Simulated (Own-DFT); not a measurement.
# Response to strain: 2H SiC, 72 atoms (C36Si36)

Calculated results; nothing here was measured. They come from Own-DFT, an in-house plane-wave density functional program, since retired, whose code no person has reviewed. Each row is one single-point run on a periodic cell that was not relaxed, without spin or spin-orbit coupling.

Settings of every run: PBE; PseudoDojo norm-conserving scalar-relativistic files; cutoff 42 hartree; 4 x 4 x 3 k mesh centred on Gamma; Fermi-Dirac smearing of 0.1 eV.

Known limits: forces on such cells passed a denser k mesh, each cell not checked; stress not checked against mesh or cutoff.

Unstrained cell vectors in Å: (9.248, 0.000, 0.000); (-4.624, 8.009, 0.000); (0.000, 0.000, 10.068). The unstrained cell has measured lattice constants (interpolated for alloys), not those of this functional. That, the random moves and any unrelaxed bonds set the pressure at no strain. Each run strains this cell uniformly, with the atoms carried along. Every atom was also moved at random, by a Gaussian of width 0.05 Å on each axis. Strain is the symmetric tensor, in per cent. Stress is positive in tension, and the pressure is minus a third of its trace.

| run | e_xx (%) | e_yy (%) | e_zz (%) | e_yz (%) | e_xz (%) | e_xy (%) | s_xx (GPa) | s_yy (GPa) | s_zz (GPa) | s_yz (GPa) | s_xz (GPa) | s_xy (GPa) | P (GPa) | E (meV/atom) |
|---|---|---|---|---|---|---|---|---|---|---|---|---|---|---|
| 1 | -0.72 | 0.90 | 1.44 | 1.30 | -1.11 | -0.01 | -6.96 | 0.32 | 2.03 | 4.34 | -3.15 | -1.16 | 1.54 | 3.4 |
| 2 | 1.62 | -0.39 | 1.66 | -1.85 | 1.87 | -1.63 | 3.58 | -3.83 | 1.96 | -6.36 | 6.18 | -8.03 | -0.57 | 33.1 |
| 3 | 1.93 | 0.67 | 0.69 | -1.62 | -1.62 | -0.62 | 4.66 | 0.70 | -2.42 | -4.56 | -5.36 | -2.19 | -0.98 | 39.4 |
| 4 | -0.87 | 0.11 | 0.42 | -0.50 | 0.53 | -1.40 | -7.65 | -3.84 | -7.33 | -0.29 | 3.21 | -6.22 | 6.28 | 19.3 |
| 5 | -1.75 | -0.10 | 1.79 | -0.04 | 1.41 | -0.12 | -14.01 | -6.45 | 2.04 | 0.15 | 4.21 | -1.73 | 6.14 | 31.3 |
| 6 | -1.60 | -1.76 | 0.86 | -1.05 | 0.97 | -1.80 | -17.05 | -15.39 | -3.87 | -3.13 | 3.33 | -10.09 | 12.10 | 51.6 |
| 7 | 1.02 | 0.06 | 0.04 | -1.20 | -0.53 | 0.16 | 1.08 | -3.90 | -5.63 | -4.88 | -2.07 | 0.88 | 2.82 | 3.8 |
| 8 | -1.56 | -1.38 | 0.26 | 0.86 | -0.10 | -0.04 | -13.54 | -13.43 | -8.85 | 2.87 | -0.91 | -1.67 | 11.94 | 30.4 |
| 9 | 1.33 | 1.13 | 1.40 | -0.86 | 0.86 | -0.42 | 3.28 | 4.96 | 0.05 | -2.29 | 3.48 | -1.56 | -2.76 | 14.6 |
| 10 | 0.35 | 0.47 | -0.31 | 1.40 | -0.30 | -0.58 | -2.37 | -2.35 | -7.34 | 4.39 | -1.97 | -2.31 | 4.02 | 15.8 |
| 11 | 1.64 | -1.00 | 0.97 | 0.04 | -1.01 | 0.35 | 2.63 | -7.51 | -1.73 | 0.63 | -4.02 | 1.89 | 2.20 | 20.8 |
| 12 | -0.52 | 0.96 | 0.61 | 0.13 | 1.69 | -1.60 | -7.81 | 0.36 | -2.18 | 0.97 | 6.03 | -8.22 | 3.21 | 16.3 |
| 13 | -0.91 | -0.88 | 0.52 | 0.37 | 0.71 | -0.62 | -10.06 | -11.18 | -3.83 | 1.08 | 1.76 | -3.78 | 8.35 | 18.9 |
| 14 | -1.09 | -1.74 | 0.18 | 0.86 | -0.75 | 1.13 | -11.44 | -15.20 | -8.86 | 2.02 | -2.28 | 7.17 | 11.83 | 32.3 |
| 15 | -1.62 | 0.96 | 0.85 | -0.05 | 1.64 | 0.53 | -11.60 | 1.11 | -3.13 | 0.37 | 5.69 | 1.73 | 4.54 | 0.0 |
| 16 | -1.31 | -1.08 | -0.66 | 1.25 | 0.56 | 0.44 | -11.85 | -12.33 | -14.78 | 4.48 | 1.44 | 0.85 | 12.99 | 36.8 |
| 17 | 0.19 | 1.40 | 0.84 | -0.09 | -0.85 | -1.38 | ? | ? | ? | ? | ? | ? | ? | ? |

E is the free energy for each atom above the lowest run shown.

## Worked fit

Each stress component was fitted by least squares to a constant and the strains of the runs shown, as fractions, with shears doubled. Shear strains stay in the fit of a normal stress only where such slopes are resolved. The slopes, in GPa:

```
stress  at no strain  per e_xx  per e_yy  per e_zz  scatter
  s_xx          -4.5  508 ± 21  111 ± 28  -29 ± 40     1.01
  s_yy          -4.7   93 ± 16  565 ± 21   79 ± 30     0.76
  s_zz          -7.6   47 ± 29   83 ± 39  578 ± 55     1.40
```

Each shear stress against twice its own strain: yz 161 ± 12, xz 158 ± 10, xy 252 ± 17 GPa. These are stiffnesses along x, y and z of the frame in which the cell vectors are given, which need not be the crystal's axes. The atoms are held to the strained lattice; where symmetry lets them move under strain, relaxing them would lower some slopes. The table should be nearly symmetric about its diagonal, and what it lacks of that shows the noise. A ninth of its sum, 226 ± 5 GPa, estimates the bulk modulus near the mean pressure of these runs, 5.2 GPa, so it lies above the value at zero pressure.

## Withheld run

Question: what normal stresses and pressure should run 17 give?

The fit gives s_xx = -2.2, s_yy = 4.0, s_zz = -1.5 and P = -0.1 GPa. The calculation gave -2.55, 3.22, 0.18 and P = -0.28 GPa.
